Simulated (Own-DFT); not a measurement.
# Energy and forces against displacement in monoclinic HfO2, 96 atoms (Hf32O64)

All numbers below are calculated, not measured. They come from Own-DFT, an in-house plane-wave density functional program, since retired, whose code no person has reviewed. Each row is one single-point run on a periodic cell that was not relaxed, without spin or spin-orbit coupling.

Settings of every run: PBE; PseudoDojo norm-conserving scalar-relativistic files; cutoff 72 hartree; 2 x 2 x 2 k mesh centred on Gamma; Fermi-Dirac smearing of 0.1 eV.

Known limits, some of them of some rows only: some atoms lie very close together; hafnium file: forces about 75 meV/angstrom off all-electron values; oxygen file: force components 24 meV/angstrom off all-electron in a glass; forces on such cells passed a denser k mesh, each cell not checked; stress not checked against mesh or cutoff.

Cell vectors in Å: (10.234, 0.000, 0.000); (0.000, 10.350, 0.000); (-1.696, 0.000, 10.445). In each run every atom was moved at random and independently from its ideal site; u is the rms move along one axis. E is the free energy for each atom above the fitted value at u = 0, and F the rms of the force components.

```
run   u (Å)  E (meV/atom)  F (eV/Å)  largest force (eV/Å)  P (GPa)
  1  0.0197           8.8     0.399                  1.46     3.87
  2  0.0200           9.6     0.453                  1.63     3.76
  3  0.0217          12.8     0.492                  2.07     4.15
  4  0.0470          60.2     1.057                  5.02     5.29
  5  0.0511          63.2     1.095                  5.10     5.63
  6  0.0757             ?         ?                     ?        ?
  7  0.0805         162.6     1.772                  7.12     8.55
  8  0.0811         154.4     1.741                  7.20     7.98
  9  0.1181         382.6     3.130                 16.41    14.77
 10  0.1552         606.2     4.367                 23.22    26.53
```

## Worked fit

For small independent moves the energy grows as E = (3/2) K u², with K the mean stiffness felt by one atom. The runs with u up to 0.11 Å give K = 16.6 ± 0.5 eV/Å², with residuals divided by u² + 0.0006 Å², since the noise grows with the moves. The scatter is 3.8 meV/atom at u = 0.05 Å. The forces follow F = G u with G = 21.9 eV/Å²; no force at u = 0 is resolved. G exceeds K because the moves of its neighbours add to the force on an atom, and stiffness differs between atoms. At u = 0.155 Å the parabola gives 598 meV/atom and the run 606. The pressure follows P = 3.67 + 708 u² GPa: at fixed volume, shortened bonds push harder than stretched ones pull.

## Withheld run

Question: what energy and rms force should run 6 give?

The fit gives 143 ± 9 meV/atom and about 1.66 eV/Å. The calculation gave 142.1 meV/atom and 1.702 eV/Å.
